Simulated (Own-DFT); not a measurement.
# What random displacements cost in zincblende InP, 64 atoms (In32P32)

Calculated results; nothing here was measured. The program, named Own-DFT, is a retired in-house plane-wave density functional code that no person has reviewed. Each row is one single-point run on a periodic cell that was not relaxed, without spin or spin-orbit coupling.

Settings of every run: PBE; PseudoDojo norm-conserving scalar-relativistic files; cutoff 36 hartree; 3 x 3 x 3 k mesh centred on Gamma; Fermi-Dirac smearing of 0.1 eV.

Known limits, some of them of some rows only: some atoms lie very close together; forces on such cells moved up to 12 meV/angstrom on a denser k mesh; stress not checked against mesh or cutoff.

Cell vectors in Å: (11.737, 0.000, 0.000); (0.000, 11.737, 0.000); (0.000, 0.000, 11.737). In each run every atom was moved at random and independently from its ideal site; u is the rms move along one axis. E is the free energy for each atom above the fitted value at u = 0, and F the rms of the force components.

| run | u (Å) | E (meV/atom) | F (eV/Å) | largest force (eV/Å) | P (GPa) |
|---|---|---|---|---|---|
| 1 | 0.0200 | 6.7 | 0.239 | 0.83 | 3.20 |
| 2 | 0.0211 | 6.9 | 0.242 | 0.72 | 3.20 |
| 3 | 0.0217 | ? | ? | ? | ? |
| 4 | 0.0497 | 32.6 | 0.550 | 1.76 | 3.50 |
| 5 | 0.0540 | 43.3 | 0.661 | 2.37 | 3.67 |
| 6 | 0.0543 | 42.2 | 0.669 | 2.44 | 3.61 |
| 7 | 0.0920 | 144.9 | 1.400 | 8.06 | 5.00 |
| 8 | 0.0982 | 144.7 | 1.231 | 4.40 | 5.01 |
| 9 | 0.1018 | 165.5 | 1.584 | 9.40 | 5.18 |
| 10 | 0.1438 | 385.7 | 2.997 | 17.35 | 8.00 |
| 11 | 0.2163 | 631.6 | 3.043 | 12.70 | 10.61 |

## Worked fit

For small independent moves the energy grows as E = (3/2) K u², with K the mean stiffness felt by one atom. The runs with u up to 0.11 Å give K = 10.2 ± 0.4 eV/Å², with residuals divided by u² + 0.0006 Å², since the noise grows with the moves. The scatter is 3.4 meV/atom at u = 0.05 Å. The forces follow F = G u with G = 12.9 eV/Å²; no force at u = 0 is resolved. G exceeds K because the moves of its neighbours add to the force on an atom, and stiffness differs between atoms. At u = 0.216 Å the parabola gives 715 meV/atom and the run 632. The pressure follows P = 3.07 + 208 u² GPa: at fixed volume, shortened bonds push harder than stretched ones pull.

## Withheld run

Question: what energy and rms force should run 3 give?

The fit gives 7 ± 1 meV/atom and about 0.28 eV/Å. The calculation gave 7.6 meV/atom and 0.260 eV/Å.
